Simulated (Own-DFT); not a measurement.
# PBE and PBEsol under strain: beta-Si3N4, 112 atoms (N64Si48)

Calculated, not measured: single-point runs of Own-DFT, a retired in-house plane-wave DFT program that no person has reviewed, on unrelaxed cells, without spin or spin-orbit coupling.

Keep in mind: forces on such cells moved up to 12 meV/angstrom on a denser k mesh; stress not checked against mesh or cutoff.

Each geometry was run with PBE and with PBEsol, otherwise alike: PseudoDojo norm-conserving scalar-relativistic files made for PBE; cutoff 42 hartree; 2 x 2 x 4 k mesh centred on Gamma; Fermi-Dirac smearing of 0.1 eV. Unstrained cell vectors in Å: (15.212, 0.000, 0.000); (-7.606, 13.174, 0.000); (0.000, 0.000, 5.818). Each has a uniform strain, of which the change of volume is shown, and random moves of rms u per axis.

| run | volume change (%) | u (Å) | P with PBE (GPa) | P with PBEsol (GPa) |
|---|---|---|---|---|
| 1 | -3.51 | 0.0511 | 18.43 | 15.96 |
| 2 | -1.29 | 0.0510 | 12.10 | 9.67 |
| 3 | -5.15 | 0.0522 | 24.22 | 21.71 |
| 4 | -0.31 | 0.0499 | 9.58 | 7.16 |
| 5 | -3.78 | 0.0485 | 19.39 | 16.91 |
| 6 | 1.09 | 0.0507 | 4.69 | 2.29 |
| 7 | 0.69 | 0.0474 | 5.58 | 3.18 |
| 8 | -0.71 | 0.0494 | 10.78 | 8.37 |
| 9 | -0.39 | 0.0498 | 9.09 | 6.67 |
| 10 | -1.71 | 0.0495 | 13.22 | 10.79 |
| 11 | 0.47 | 0.0557 | 6.75 | ? |

Question: by how much does PBEsol shrink this cell, and what belongs in the blank?

## Solution

Write v for the change of volume as a fraction. Fitted to v and u², the PBE pressure has a slope of -303 ± 7 GPa in v, with the ions held to the strained lattice. The difference PBEsol less PBE is -2.41 + 1.8 v GPa (slope ± 0.1) and averages -2.44 GPa. Divided by the mean slope of the two, 302 GPa, that makes PBEsol's volume at a given pressure, near 11 GPa, about 0.8 % smaller, or 0.27 % in lengths. At one volume PBEsol's slope is the smaller by 2 GPa, but its pressure there is lower too. If stiffness rises by about 4 GPa for each GPa, PBEsol at equal pressure is stiffer by about 8 GPa. Files made for PBEsol would give a different shift.

For run 11 the line gives 4.35 GPa. The calculation gave 4.35 GPa.
